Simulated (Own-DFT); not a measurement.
# Which defects push the lattice out? C40 NbSi2

Everything here is calculated. The program is Own-DFT (plane waves, in-house, since retired, never reviewed by a person); positions were held fixed, and spin and spin-orbit coupling were off.

Common settings: PBEsol; PseudoDojo norm-conserving scalar-relativistic files, made for PBE; cutoff 42 hartree; 4 x 4 x 5 k mesh centred on Gamma; cold (Marzari-Vanderbilt) smearing of 0.2 eV.

Known weak points: forces on such cells failed a check on a denser k mesh; stress not checked against mesh or cutoff.

All runs share one cell, with vectors in Å (0.000, 8.324, 0.000); (-9.613, 0.000, 0.000); (0.000, 0.000, 6.586) and a volume of 527.0 Å³. u is the rms random offset of the atoms per axis. The defect's site can differ from row to row.

```
                    cell   formula   u (Å)  P (GPa)
               no defect  Nb12Si24  0.0189    -2.17
               no defect  Nb12Si24  0.0204    -2.10
               no defect  Nb12Si24  0.0447    -1.48
two Si on a Nb site each  Nb10Si26  0.0298    -1.90
two Si on a Nb site each  Nb10Si26  0.0541    -0.63
two Si on a Nb site each  Nb10Si26  0.0585    -0.81
          one Si vacancy  Nb12Si23  0.0304    -2.47
          one Si vacancy  Nb12Si23  0.0304    -2.58
          one Si vacancy  Nb12Si23  0.0563    -1.51
two Nb on a Si site each  Nb14Si22  0.0260     3.29
two Nb on a Si site each  Nb14Si22  0.0281        ?
two Nb on a Si site each  Nb14Si22  0.0531     4.28
two Nb on a Si site each  Nb14Si22  0.0550     4.67
```

## Analysis

P = P0 + c u² + a shift for each defect gives P0 = -2.36 GPa, c = 479 ± 43 GPa/Å² and a scatter of 0.15 GPa. The shifts, and each times the cell's volume:

- two Nb on a Si site each: 5.40 ± 0.13 GPa, 17.8 eV (8.9 eV for each of its 2 sites)
- two Si on a Nb site each: 0.09 ± 0.14 GPa, 0.3 eV (0.1 eV for each of its 2 sites) (not resolved)
- one Si vacancy: -0.63 ± 0.13 GPa, -2.1 eV

Against the defect-free cell, a freed cell would be larger where the shift is positive and smaller where it is negative (160.2 GPa Å³ is 1 eV). The atoms around the defects weren't relaxed, which would change these numbers.

## Check

Asked: what pressure belongs in the blank (two Nb on a Si site each, u = 0.0281 Å)?

From the fit: 3.42 ± 0.18 GPa. The run itself gave 3.54 GPa.
